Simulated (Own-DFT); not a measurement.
# How strain changes the stress of wurtzite AlN, 72 atoms (Al36N36)

All numbers below are calculated, not measured. The program, named Own-DFT, is a retired in-house plane-wave density functional code that no person has reviewed. Each row is one single-point run on a periodic cell that was not relaxed, without spin or spin-orbit coupling.

Settings of every run: PBE; PseudoDojo norm-conserving scalar-relativistic files; cutoff 42 hartree; 3 x 3 x 2 k mesh centred on Gamma; Fermi-Dirac smearing of 0.1 eV.

Known limits: forces on such cells moved up to 12 meV/angstrom on a denser k mesh; stress not checked against mesh or cutoff.

Unstrained cell vectors in Å: (9.336, 0.000, 0.000); (-4.668, 8.085, 0.000); (0.000, 0.000, 9.964). The unstrained cell has measured lattice constants (interpolated for alloys), not those of this functional. That, the random moves and any unrelaxed bonds set the pressure at no strain. Each run strains this cell uniformly, with the atoms carried along. Every atom was also moved at random, by a Gaussian of width 0.05 Å on each axis. Strain is the symmetric tensor, in per cent. Stress is positive in tension, and the pressure is minus a third of its trace.

| run | e_xx (%) | e_yy (%) | e_zz (%) | s_xx (GPa) | s_yy (GPa) | s_zz (GPa) | P (GPa) | E (meV/atom) |
|---|---|---|---|---|---|---|---|---|
| 1 | 3.00 | 3.00 | 0.00 | 10.08 | 8.56 | -1.17 | -5.82 | 20.2 |
| 2 | 1.50 | 1.50 | 0.00 | 0.91 | 2.57 | -2.57 | -0.30 | 6.8 |
| 3 | 0.75 | 0.75 | 0.00 | -0.67 | -0.44 | -6.91 | 2.67 | 3.7 |
| 4 | 1.75 | 1.75 | 0.00 | 3.21 | 2.85 | -2.62 | -1.15 | 12.5 |
| 5 | -1.50 | -1.50 | 0.00 | -15.09 | -16.20 | -6.27 | 12.52 | 19.7 |
| 6 | 2.75 | 2.75 | 0.00 | 8.46 | 9.50 | -3.52 | -4.81 | 5.3 |
| 7 | -0.25 | -0.25 | 0.00 | -7.48 | -5.16 | -6.26 | 6.30 | 0.0 |
| 8 | -2.75 | -2.75 | 0.00 | -22.95 | -26.57 | -9.60 | 19.71 | 65.5 |
| 9 | 1.25 | 1.25 | 0.00 | ? | ? | ? | ? | ? |

E is the free energy for each atom above the lowest run shown.

## Worked fit

The change of volume is close to e_xx + e_yy + e_zz. A straight line through the runs shown gives P = 6.56 - 216 x (fractional change of volume) GPa, with an error of 9 on the slope and a scatter of 0.97 GPa. The strain isn't the same on all axes and the cell isn't cubic, so the slope belongs to this path and is not the bulk modulus.

## Withheld run

Question: what pressure should run 9 give? Its volume changes by 2.52 %.

The line gives 1.1 GPa. The calculation gave 0.09 GPa.
